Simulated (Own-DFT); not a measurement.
# Computed records: TiO2 (rutile, atoms displaced)

All values are calculated (Own-DFT development build). A calculation, not a measurement: plane-wave PBE density functional theory by an unreviewed code, no spin, of a simulated periodic cell, stress positive in tension, free energy of the whole cell less one offset for each atom, oxygen file: force components 24 meV/angstrom off all-electron in one glass; forces on such cells passed a denser k mesh, this cell's mesh not checked; offsets are fitted by least squares, one for each functional and potential file, so energies compare only between cells with the same atoms and settings and are not formation energies; the far tail of each file's local potential was reset to the Coulomb form; each entry is a single point on an unrelaxed cell, so the pressure reflects the starting lattice, mostly measured values (interpolated for alloys), from which strain is counted, and rises with the displacements; printed positions are rounded, which can move forces by about a meV/angstrom; the program, named Own-DFT, is a retired in-house code; no spin-orbit coupling; before rounding, a Quantum ESPRESSO 7.3.1 run of the same cell and cutoff gave forces within 1 meV/angstrom rms on each cell, which checks the program and not the settings.

Entry: TiO2 (rutile, atoms displaced)

```
TiO2
1.0
      9.1874     0.0000     0.0000
      0.0000     9.1874     0.0000
      0.0000     0.0000     8.8761
Ti O Ti O Ti O Ti O Ti O Ti O Ti O Ti O Ti O Ti O Ti O Ti O
2 4 2 4 2 4 2 4 2 4 2 4 2 4 2 4 2 4 2 4 2 4 2 4
Direct
  0.99750 0.99154 0.02533
  0.24762 0.24724 0.16685
  0.15231 0.14401 0.99223
  0.35273 0.34529 0.98957
  0.39897 0.10066 0.18113
  0.10708 0.39172 0.16792
  0.98848 0.01556 0.33414
  0.24115 0.25338 0.49524
  0.14933 0.15986 0.33950
  0.34955 0.33912 0.33115
  0.40140 0.08106 0.49590
  0.09823 0.40773 0.49944
  0.98900 0.01036 0.67123
  0.25420 0.23760 0.84324
  0.15962 0.15576 0.65514
  0.36279 0.34728 0.65343
  0.40913 0.10212 0.82836
  0.08267 0.40192 0.83167
  0.00155 0.48966 0.00007
  0.24995 0.75388 0.16192
  0.15262 0.66443 0.00008
  0.35145 0.86349 0.00176
  0.39802 0.60524 0.17578
  0.09726 0.89593 0.16846
  0.00395 0.51155 0.34842
  0.24334 0.74834 0.50917
  0.15651 0.65038 0.32966
  0.35242 0.84203 0.32528
  0.40347 0.59024 0.51138
  0.09138 0.90179 0.49265
  0.99784 0.51375 0.68911
  0.24853 0.76536 0.84360
  0.14437 0.64582 0.67522
  0.35539 0.85059 0.67162
  0.39922 0.60440 0.84422
  0.09001 0.89978 0.82890
  0.50889 0.00344 0.00276
  0.74125 0.25424 0.17174
  0.66628 0.14795 0.00640
  0.83598 0.34945 0.00738
  0.90088 0.09592 0.14447
  0.59924 0.39758 0.15580
  0.49184 0.99318 0.34184
  0.76844 0.23710 0.48802
  0.63630 0.14309 0.34383
  0.84105 0.35212 0.33351
  0.90921 0.08038 0.50039
  0.60095 0.39518 0.50008
  0.50413 0.01681 0.67338
  0.76339 0.24860 0.83450
  0.65297 0.16916 0.68068
  0.84018 0.34497 0.66294
  0.88662 0.07772 0.82581
  0.59462 0.40044 0.84606
  0.50331 0.49150 0.00426
  0.74250 0.75103 0.17124
  0.66242 0.66875 0.01042
  0.84164 0.85208 0.00650
  0.89296 0.59633 0.15703
  0.59483 0.91085 0.16185
  0.50630 0.48797 0.33054
  0.74837 0.73735 0.49748
  0.65888 0.65120 0.31628
  0.86036 0.84945 0.33810
  0.90890 0.59749 0.50030
  0.59208 0.90572 0.49360
  0.51046 0.50797 0.66900
  0.76033 0.74302 0.83608
  0.64025 0.65597 0.66578
  0.83576 0.84460 0.68228
  0.91246 0.59363 0.82115
  0.59990 0.90135 0.81349
```

Settings of this run: functional PBE, potential files PseudoDojo norm-conserving, scalar-relativistic, standard set, wave cutoff 72 hartree, occupations Fermi-Dirac, smearing width 0.1 eV and k mesh 3 x 3 x 3 centred on Gamma.

The calculation gives: free energy of cell above offsets -10.822 eV; pressure 10.24 GPa; stress xx -9.46 GPa; stress yy -9.4 GPa; stress zz -11.86 GPa; stress yz -0.94 GPa; stress xz 1.95 GPa; stress xy 1.25 GPa.

Force:
```
element  x (eV/Å)  y (eV/Å)  z (eV/Å)
     Ti     1.511    -2.679     -5.23
     Ti     1.254    -0.514     0.577
      O     0.111     0.319     0.276
      O    -0.818    -0.349     0.803
      O    -0.259     0.364    -2.222
      O    -1.747     1.583    -1.005
     Ti     2.396    -3.348    -0.664
     Ti     2.086     1.381     2.379
      O    -1.442    -1.309     -1.63
      O      1.03     1.157    -0.699
      O    -1.585     1.895     0.986
      O    -0.081    -0.436     -0.65
     Ti     3.029    -2.518     2.114
     Ti     0.575     0.819    -2.665
      O    -1.539    -0.936     1.703
      O    -1.226    -0.624     0.844
      O    -1.005     0.693     1.495
      O     1.658    -1.857     1.068
     Ti     0.219     0.401     3.603
     Ti     1.399    -0.637     1.499
      O    -1.012    -1.484    -0.178
      O    -0.682    -0.537    -0.201
      O     1.305    -1.666    -0.286
      O     -0.52     1.117     0.851
     Ti      1.24    -0.379    -1.696
     Ti     0.849     0.903    -0.111
      O     -0.72    -0.191      0.54
      O    -1.071    -0.541      0.91
      O    -0.229     0.714    -1.583
      O     0.966    -0.538     0.132
     Ti     3.401    -4.383    -7.826
     Ti     1.091      0.04    -1.426
      O     1.719     1.716    -0.724
      O    -1.754    -1.009     -0.61
      O     0.777     -0.61    -0.027
      O     0.339     0.226    -0.212
     Ti     0.321    -0.445     0.594
     Ti    -0.463    -1.107    -0.973
      O    -1.175     -0.19    -0.057
      O     1.739     0.911     0.062
      O    -1.434     2.369     3.798
      O    -0.084    -0.008     1.838
     Ti    -0.726    -0.672    -0.413
     Ti    -3.031     1.694     2.153
      O     3.616     2.534    -0.528
      O     0.501    -0.878     0.009
      O    -3.119      3.14     0.165
      O     0.239       0.9    -0.964
     Ti     0.619    -1.255    -1.975
     Ti    -0.916    -0.043    -0.988
      O    -0.586    -1.357    -1.418
      O     1.185     0.351    -0.199
      O     0.114     1.775     1.052
      O     0.827      0.39    -0.136
     Ti    -1.815      2.38    -2.827
     Ti     1.849     1.652    -1.303
      O    -2.196    -2.416    -1.718
      O     1.025      0.13    -1.222
      O     1.648    -0.814     0.085
      O     0.726    -0.656    -0.173
     Ti    -1.754     0.272     2.199
     Ti    -0.626     2.097     0.173
      O     -1.28    -1.334     3.382
      O    -1.296    -0.219      0.27
      O    -1.878      1.22     0.599
      O     2.567    -2.159     1.196
     Ti    -2.819    -2.348     0.239
     Ti    -1.745     2.085     1.011
      O     2.462     0.923    -0.176
      O     1.213     0.136    -2.411
      O    -4.996     3.981     6.509
      O     0.023     0.176     2.012
```
